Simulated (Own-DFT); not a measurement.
SiGe3 (diamond-structure random alloy, atoms displaced) (calculated)

All values are calculated (Own-DFT development build). A calculation, not a measurement: plane-wave density functional theory by an unreviewed code, no spin, of a simulated periodic cell, stress positive in tension, run twice, with PBE and with PBEsol, both on files made for PBE, so the change isn't that of files made for PBEsol, forces on such cells passed a denser k mesh, this cell's mesh not checked; the far tail of each file's local potential was reset to the Coulomb form; each entry is a single point on an unrelaxed cell, so the pressure reflects the starting lattice, mostly measured values (interpolated for alloys), from which strain is counted, and rises with the displacements; printed positions are rounded, which can move forces by about a meV/angstrom; the program, named Own-DFT, is a retired in-house code; no spin-orbit coupling; stress was not checked against mesh or cutoff.

Common to all runs: functional PBE, then PBEsol; potential files PseudoDojo norm-conserving, scalar-relativistic, standard set; wave cutoff 42 hartree; occupations Fermi-Dirac; smearing width 0.1 eV; k mesh 3 x 3 x 3 centred on Gamma.

(1) SiGe3 (diamond-structure random alloy, atoms displaced)

```cif
# cell vector a (Å): 11.2025 0.0000 0.0000
# cell vector b (Å): 0.0000 11.2025 0.0000
# cell vector c (Å): 0.0000 0.0000 11.2025
data_SiGe3
_symmetry_space_group_name_H-M 'P 1'
_symmetry_Int_Tables_number 1
_cell_length_a 11.2025
_cell_length_b 11.2025
_cell_length_c 11.2025
_cell_angle_alpha 90.000
_cell_angle_beta 90.000
_cell_angle_gamma 90.000
_cell_volume 1405.87
loop_
_atom_site_label
_atom_site_type_symbol
_atom_site_fract_x
_atom_site_fract_y
_atom_site_fract_z
_atom_site_occupancy
Ge1 Ge 0.00236 0.00353 0.00157 1
Si1 Si 0.99836 0.25440 0.24685 1
Si2 Si 0.24287 0.00760 0.24818 1
Ge2 Ge 0.23728 0.25183 0.00367 1
Si3 Si 0.12195 0.12375 0.12802 1
Ge3 Ge 0.12491 0.37640 0.37325 1
Si4 Si 0.38324 0.12960 0.37998 1
Ge4 Ge 0.37155 0.37671 0.13560 1
Ge5 Ge 0.99998 0.00295 0.49763 1
Ge6 Ge 0.00139 0.25270 0.74328 1
Si5 Si 0.23572 0.99521 0.75166 1
Ge7 Ge 0.24500 0.24718 0.49809 1
Ge8 Ge 0.11894 0.12888 0.63373 1
Ge9 Ge 0.12769 0.36578 0.86974 1
Ge10 Ge 0.38033 0.12215 0.87164 1
Ge11 Ge 0.37334 0.37264 0.62556 1
Ge12 Ge 0.00057 0.50232 0.99189 1
Ge13 Ge 0.98632 0.74128 0.25650 1
Ge14 Ge 0.25141 0.49974 0.25943 1
Ge15 Ge 0.26068 0.74684 0.99669 1
Si6 Si 0.12795 0.62132 0.13100 1
Si7 Si 0.11888 0.87758 0.37446 1
Si8 Si 0.37060 0.62308 0.37566 1
Ge16 Ge 0.38237 0.87480 0.13185 1
Ge17 Ge 0.98822 0.49849 0.50839 1
Ge18 Ge 0.99369 0.74571 0.74830 1
Ge19 Ge 0.25806 0.50125 0.75352 1
Ge20 Ge 0.25498 0.74660 0.50520 1
Ge21 Ge 0.13499 0.61420 0.62434 1
Si9 Si 0.12687 0.86977 0.87082 1
Ge22 Ge 0.36874 0.62907 0.86897 1
Ge23 Ge 0.37189 0.87314 0.62673 1
Ge24 Ge 0.50727 0.99976 0.00389 1
Ge25 Ge 0.49062 0.25320 0.25738 1
Ge26 Ge 0.74286 0.00213 0.24909 1
Ge27 Ge 0.74337 0.25318 0.99814 1
Ge28 Ge 0.63023 0.12349 0.12134 1
Si10 Si 0.62335 0.37845 0.37825 1
Ge29 Ge 0.87868 0.12668 0.37571 1
Ge30 Ge 0.88138 0.37705 0.12591 1
Ge31 Ge 0.49820 0.00391 0.51113 1
Ge32 Ge 0.49745 0.24778 0.74607 1
Si11 Si 0.75086 0.99654 0.74688 1
Ge33 Ge 0.74674 0.25160 0.50552 1
Ge34 Ge 0.61867 0.12775 0.62813 1
Ge35 Ge 0.61925 0.36363 0.88180 1
Ge36 Ge 0.87703 0.11801 0.86520 1
Ge37 Ge 0.87470 0.37319 0.63179 1
Si12 Si 0.49834 0.50456 0.00145 1
Ge38 Ge 0.49835 0.75147 0.24959 1
Si13 Si 0.75163 0.50996 0.25032 1
Si14 Si 0.75373 0.74846 0.99269 1
Ge39 Ge 0.62488 0.63771 0.12286 1
Si15 Si 0.61987 0.86920 0.37427 1
Ge40 Ge 0.87524 0.62892 0.38076 1
Ge41 Ge 0.87174 0.86904 0.12232 1
Ge42 Ge 0.49739 0.49483 0.49638 1
Ge43 Ge 0.49818 0.73760 0.75833 1
Ge44 Ge 0.74557 0.49498 0.75135 1
Ge45 Ge 0.74619 0.74493 0.50437 1
Si16 Si 0.61443 0.62957 0.62466 1
Ge46 Ge 0.63188 0.87469 0.87408 1
Ge47 Ge 0.87399 0.63172 0.87116 1
Ge48 Ge 0.87721 0.87767 0.62546 1
```

The calculation gives: PBE pressure 3.9 GPa; PBE stress xx -3.78 GPa; PBE stress yy -3.91 GPa; PBE stress zz -4.01 GPa; PBE stress yz 0.84 GPa; PBE stress xz 0.09 GPa; PBE stress xy -0.01 GPa; PBEsol pressure 1.18 GPa; PBEsol stress xx -1.07 GPa; PBEsol stress yy -1.19 GPa; PBEsol stress zz -1.28 GPa; PBEsol stress yz 0.8 GPa; PBEsol stress xz 0.09 GPa; PBEsol stress xy 0 GPa; rms change of force components from PBE to PBEsol 0.051 eV/Å.

Force:
```csv
force element,PBE force x (eV/Å),PBE force y (eV/Å),PBE force z (eV/Å),PBEsol force x (eV/Å),PBEsol force y (eV/Å),PBEsol force z (eV/Å)
Ge,0.264,-1.056,-0.322,0.19,-1.027,-0.329
Si,0.671,-0.798,0.344,0.621,-0.738,0.374
Si,0.97,-0.652,0.98,1.005,-0.676,0.949
Ge,1.733,-0.93,0.49,1.695,-0.855,0.431
Si,-0.422,0.648,0.172,-0.429,0.645,0.072
Ge,-1.228,-0.273,0.566,-1.142,-0.234,0.578
Si,-1.688,-1.13,0.053,-1.617,-1.076,0.084
Ge,-0.008,0.399,-1.615,-0.039,0.359,-1.515
Ge,0.443,-0.249,0.415,0.382,-0.202,0.442
Ge,-0.751,-0.165,1.286,-0.716,-0.168,1.237
Si,1.371,0.298,-0.009,1.389,0.353,-0.067
Ge,0.431,-0.227,0.222,0.383,-0.172,0.254
Ge,1.099,-1.249,-1.411,1.018,-1.159,-1.402
Ge,-0.394,1.568,0.008,-0.38,1.519,0.012
Ge,-1.559,-0.485,0.562,-1.467,-0.438,0.559
Ge,-0.153,0.06,-0.48,-0.143,0.063,-0.458
Ge,0.715,0.059,0.555,0.661,0.023,0.513
Ge,2.438,1.493,-1.347,2.291,1.444,-1.287
Ge,-0.445,0.725,-0.682,-0.443,0.615,-0.662
Ge,-1.777,1.045,1.378,-1.655,1,1.317
Si,-0.286,0.29,-0.562,-0.279,0.272,-0.549
Si,0.735,-0.525,-0.302,0.678,-0.548,-0.259
Si,0.865,0.365,0.201,0.846,0.348,0.201
Ge,-1.507,1.124,-0.757,-1.406,1.046,-0.77
Ge,1.471,-0.005,-0.841,1.434,0,-0.813
Ge,1.872,0.594,-0.537,1.769,0.549,-0.535
Ge,-0.83,-1.392,-0.291,-0.81,-1.339,-0.298
Ge,-0.831,0.434,-1.405,-0.806,0.42,-1.287
Ge,-1.384,0.652,0.109,-1.335,0.631,0.112
Si,-0.599,-0.082,0.868,-0.64,-0.141,0.901
Ge,1.039,-1.594,1.655,0.984,-1.51,1.57
Ge,0.022,0.369,1.211,0.045,0.323,1.137
Ge,-0.528,-0.333,-0.601,-0.5,-0.319,-0.577
Ge,1.9,-0.221,-0.404,1.831,-0.187,-0.454
Ge,0.738,-1.007,0.784,0.736,-0.941,0.715
Ge,2.18,-0.945,0.561,2.083,-0.921,0.54
Ge,-0.976,1.079,0.81,-0.935,1.024,0.767
Si,0.826,0.003,-0.931,0.774,-0.031,-0.875
Ge,-0.772,0.529,-0.552,-0.775,0.475,-0.49
Ge,-1.161,0.566,-0.271,-1.132,0.566,-0.335
Ge,-0.049,-1.024,-1.644,-0.042,-0.987,-1.525
Ge,-0.267,0.491,0.658,-0.253,0.464,0.64
Si,-0.408,0.328,-0.292,-0.403,0.322,-0.285
Ge,0.075,0.051,-0.776,0.099,0.017,-0.71
Ge,1.623,-0.619,0.267,1.532,-0.566,0.231
Ge,-0.937,1.983,-0.794,-0.862,1.879,-0.8
Ge,-0.474,0.798,0.714,-0.415,0.804,0.728
Ge,-0.971,0.115,-0.364,-0.933,0.114,-0.353
Si,-0.242,-0.345,0.111,-0.239,-0.334,0.106
Ge,-0.122,-0.762,1.341,-0.123,-0.733,1.211
Si,-0.433,-0.9,0.131,-0.392,-0.84,0.1
Si,-0.356,0.47,0.579,-0.355,0.467,0.569
Ge,0.5,-1.235,-0.479,0.45,-1.159,-0.425
Si,0.361,0.93,0.812,0.358,0.909,0.789
Ge,-1.351,-1.516,0.647,-1.277,-1.432,0.653
Ge,-0.134,0.54,0.036,-0.105,0.554,0.071
Ge,-0.025,1.013,0.35,-0.07,0.953,0.381
Ge,0.88,2.188,-1.133,0.795,2.15,-1.058
Ge,-0.769,0.785,0.176,-0.705,0.729,0.191
Ge,-0.48,1.015,0.013,-0.388,0.985,-0.003
Si,0.68,-1.491,-0.13,0.668,-1.463,-0.125
Ge,-0.298,-0.264,-0.056,-0.35,-0.257,-0.042
Ge,-0.709,-1.397,0.364,-0.637,-1.395,0.305
Ge,-0.577,-0.138,-0.44,-0.521,-0.173,-0.454
```

(2) SiGe3 (diamond-structure random alloy, atoms displaced)

```cif
# cell vector a (Å): 11.2025 0.0000 0.0000
# cell vector b (Å): 0.0000 11.2025 0.0000
# cell vector c (Å): 0.0000 0.0000 11.2025
data_SiGe3
_symmetry_space_group_name_H-M 'P 1'
_symmetry_Int_Tables_number 1
_cell_length_a 11.2025
_cell_length_b 11.2025
_cell_length_c 11.2025
_cell_angle_alpha 90.000
_cell_angle_beta 90.000
_cell_angle_gamma 90.000
_cell_volume 1405.87
loop_
_atom_site_label
_atom_site_type_symbol
_atom_site_fract_x
_atom_site_fract_y
_atom_site_fract_z
_atom_site_occupancy
Ge1 Ge 0.01044 0.00295 0.99913 1
Ge2 Ge 0.99597 0.25909 0.24575 1
Ge3 Ge 0.25347 0.99588 0.25709 1
Ge4 Ge 0.24828 0.25000 0.00121 1
Ge5 Ge 0.12015 0.11722 0.12097 1
Ge6 Ge 0.12058 0.37366 0.37708 1
Si1 Si 0.37361 0.13113 0.37310 1
Ge7 Ge 0.36179 0.36936 0.12359 1
Ge8 Ge 0.00963 0.00129 0.49084 1
Ge9 Ge 0.01306 0.24353 0.75340 1
Ge10 Ge 0.24909 0.00162 0.74732 1
Ge11 Ge 0.24818 0.24530 0.49420 1
Si2 Si 0.13408 0.12285 0.62577 1
Si3 Si 0.11739 0.36518 0.87030 1
Ge12 Ge 0.37170 0.12453 0.87725 1
Si4 Si 0.36546 0.37345 0.62633 1
Ge13 Ge 0.00427 0.49819 0.98822 1
Ge14 Ge 0.99566 0.74976 0.25483 1
Ge15 Ge 0.24986 0.50272 0.25397 1
Ge16 Ge 0.24276 0.76096 0.00519 1
Si5 Si 0.12452 0.62535 0.12134 1
Ge17 Ge 0.12761 0.88470 0.37760 1
Ge18 Ge 0.37577 0.62439 0.37784 1
Ge19 Ge 0.37034 0.87702 0.13326 1
Si6 Si 0.99389 0.49840 0.50223 1
Ge20 Ge 0.99854 0.75302 0.75709 1
Ge21 Ge 0.25145 0.48832 0.74817 1
Si7 Si 0.24861 0.74827 0.50667 1
Ge22 Ge 0.13260 0.61875 0.62495 1
Ge23 Ge 0.13159 0.88014 0.86451 1
Si8 Si 0.37964 0.62551 0.87254 1
Ge24 Ge 0.36688 0.86857 0.62233 1
Si9 Si 0.50296 0.99673 0.99928 1
Ge25 Ge 0.49925 0.24915 0.25364 1
Si10 Si 0.74897 0.99947 0.24981 1
Ge26 Ge 0.75053 0.24883 0.99831 1
Ge27 Ge 0.62459 0.12692 0.11706 1
Ge28 Ge 0.62441 0.37038 0.37570 1
Ge29 Ge 0.86771 0.12923 0.36936 1
Ge30 Ge 0.87028 0.37190 0.12077 1
Ge31 Ge 0.49169 0.99372 0.49409 1
Ge32 Ge 0.49488 0.24157 0.73980 1
Ge33 Ge 0.75440 0.00046 0.75282 1
Ge34 Ge 0.74694 0.23974 0.49501 1
Ge35 Ge 0.62579 0.12428 0.61805 1
Si11 Si 0.62624 0.37178 0.87091 1
Ge36 Ge 0.87471 0.12911 0.86968 1
Ge37 Ge 0.88062 0.37609 0.62251 1
Si12 Si 0.49739 0.49444 0.00218 1
Ge38 Ge 0.50103 0.75382 0.25277 1
Ge39 Ge 0.75159 0.49958 0.24693 1
Ge40 Ge 0.74839 0.74158 0.00213 1
Si13 Si 0.61984 0.62562 0.12716 1
Ge41 Ge 0.62382 0.87207 0.37798 1
Ge42 Ge 0.87741 0.63309 0.37201 1
Ge43 Ge 0.88232 0.87560 0.12087 1
Ge44 Ge 0.48950 0.50325 0.49834 1
Ge45 Ge 0.50769 0.74860 0.75337 1
Si14 Si 0.75080 0.50420 0.75481 1
Ge46 Ge 0.75734 0.76245 0.50287 1
Si15 Si 0.62785 0.62764 0.63231 1
Ge47 Ge 0.62743 0.86980 0.87078 1
Ge48 Ge 0.87748 0.62383 0.87235 1
Si16 Si 0.87954 0.87725 0.62380 1
```

It finds PBE pressure 3.84 GPa; PBE stress xx -3.8 GPa; PBE stress yy -3.83 GPa; PBE stress zz -3.89 GPa; PBE stress yz -0.57 GPa; PBE stress xz 0.14 GPa; PBE stress xy -0.72 GPa; PBEsol pressure 1.12 GPa; PBEsol stress xx -1.07 GPa; PBEsol stress yy -1.12 GPa; PBEsol stress zz -1.17 GPa; PBEsol stress yz -0.54 GPa; PBEsol stress xz 0.13 GPa; PBEsol stress xy -0.69 GPa; rms change of force components from PBE to PBEsol 0.049 eV/Å.

Force:
```csv
force element,PBE force x (eV/Å),PBE force y (eV/Å),PBE force z (eV/Å),PBEsol force x (eV/Å),PBEsol force y (eV/Å),PBEsol force z (eV/Å)
Ge,-1.701,-1.002,-1.697,-1.636,-0.968,-1.636
Ge,0.37,-1.232,0.038,0.347,-1.192,0.04
Ge,-0.119,1.837,-0.41,-0.152,1.726,-0.43
Ge,-1.314,-0.583,-0.824,-1.241,-0.598,-0.761
Ge,1.351,1.538,1.893,1.305,1.485,1.809
Ge,-0.212,0.736,0.112,-0.173,0.679,0.068
Si,0.271,-1.027,0.038,0.264,-1.008,0.037
Ge,1.727,1.092,0.77,1.64,1.026,0.774
Ge,-1.838,1.406,1.986,-1.764,1.345,1.864
Ge,-1.255,-0.314,-1.766,-1.296,-0.328,-1.711
Ge,0.996,0.278,-0.459,0.99,0.22,-0.395
Ge,0.17,0.472,0.86,0.129,0.502,0.809
Si,-0.831,0.027,-0.794,-0.814,0.023,-0.783
Si,1.842,1.191,0.998,1.799,1.168,0.98
Ge,0.784,-0.487,0.117,0.721,-0.446,0.073
Si,1.138,-0.702,-1.205,1.109,-0.686,-1.189
Ge,-0.014,-0.216,1.137,-0.088,-0.197,1.1
Ge,1.843,0.665,-1.299,1.743,0.667,-1.235
Ge,-0.702,0,-0.606,-0.647,-0.043,-0.557
Ge,0.794,-1.376,-0.752,0.778,-1.263,-0.735
Si,-0.331,-0.06,0.473,-0.329,-0.055,0.466
Ge,0.599,-2.794,-0.243,0.548,-2.655,-0.262
Ge,-0.778,1.37,-0.404,-0.717,1.282,-0.418
Ge,1.242,0.084,-1.102,1.161,0.059,-1.029
Si,0.896,0.92,-0.669,0.882,0.897,-0.654
Ge,0.373,-0.18,-1.532,0.392,-0.201,-1.439
Ge,-0.298,0.837,1.439,-0.335,0.858,1.366
Si,-0.468,-0.231,-1.308,-0.456,-0.226,-1.275
Ge,-1.324,0.175,0.052,-1.281,0.148,0.11
Ge,-0.891,-0.352,1.193,-0.866,-0.331,1.171
Si,-0.542,-0.449,0.941,-0.56,-0.398,0.878
Ge,1.117,0.23,0.745,1.125,0.282,0.757
Si,-0.533,-0.141,-0.089,-0.521,-0.133,-0.084
Ge,-0.329,-0.053,-1.046,-0.277,-0.014,-1.045
Si,-0.156,-0.228,-0.659,-0.153,-0.218,-0.642
Ge,-0.427,0.373,-0.858,-0.378,0.328,-0.79
Ge,-0.204,-0.9,1.016,-0.181,-0.805,0.987
Ge,-0.044,1.016,0.209,-0.045,0.966,0.189
Ge,1.19,-0.946,-0.559,1.175,-0.87,-0.504
Ge,0.57,1.131,-0.512,0.552,1.082,-0.486
Ge,-0.044,0.835,0.321,-0.002,0.77,0.34
Ge,0.234,1.171,0.659,0.232,1.07,0.639
Ge,-0.287,-0.31,-1.078,-0.304,-0.268,-1.011
Ge,0.466,1.663,0.765,0.443,1.599,0.727
Ge,-0.568,-1.372,0.516,-0.554,-1.32,0.496
Si,-0.568,0.446,0.049,-0.557,0.358,0.054
Ge,0.654,-0.437,0.896,0.636,-0.425,0.873
Ge,-1.038,-0.631,0.843,-1.014,-0.669,0.824
Si,0.181,0.32,-0.425,0.141,0.267,-0.376
Ge,-0.089,-0.914,-0.382,-0.122,-0.849,-0.324
Ge,-0.603,0.506,0.246,-0.549,0.454,0.263
Ge,0.161,0.418,0.19,0.201,0.44,0.134
Si,-0.229,-0.761,-0.231,-0.188,-0.705,-0.19
Ge,0.601,0.868,-0.56,0.541,0.813,-0.511
Ge,-0.857,-1.547,1.323,-0.846,-1.453,1.243
Ge,-0.995,0.19,0.32,-0.93,0.153,0.292
Ge,1.56,-1.004,1.646,1.498,-0.962,1.53
Ge,-1.359,-0.358,-0.844,-1.305,-0.276,-0.806
Si,-0.328,-0.866,-0.727,-0.233,-0.843,-0.698
Ge,-0.71,-1.467,0.458,-0.712,-1.432,0.367
Si,0.355,-0.47,-1.101,0.303,-0.408,-1.12
Ge,0.301,0.888,1.257,0.317,0.822,1.181
Ge,-0.583,-0.023,0.295,-0.52,0.017,0.326
Si,0.783,0.75,0.338,0.766,0.735,0.325
```
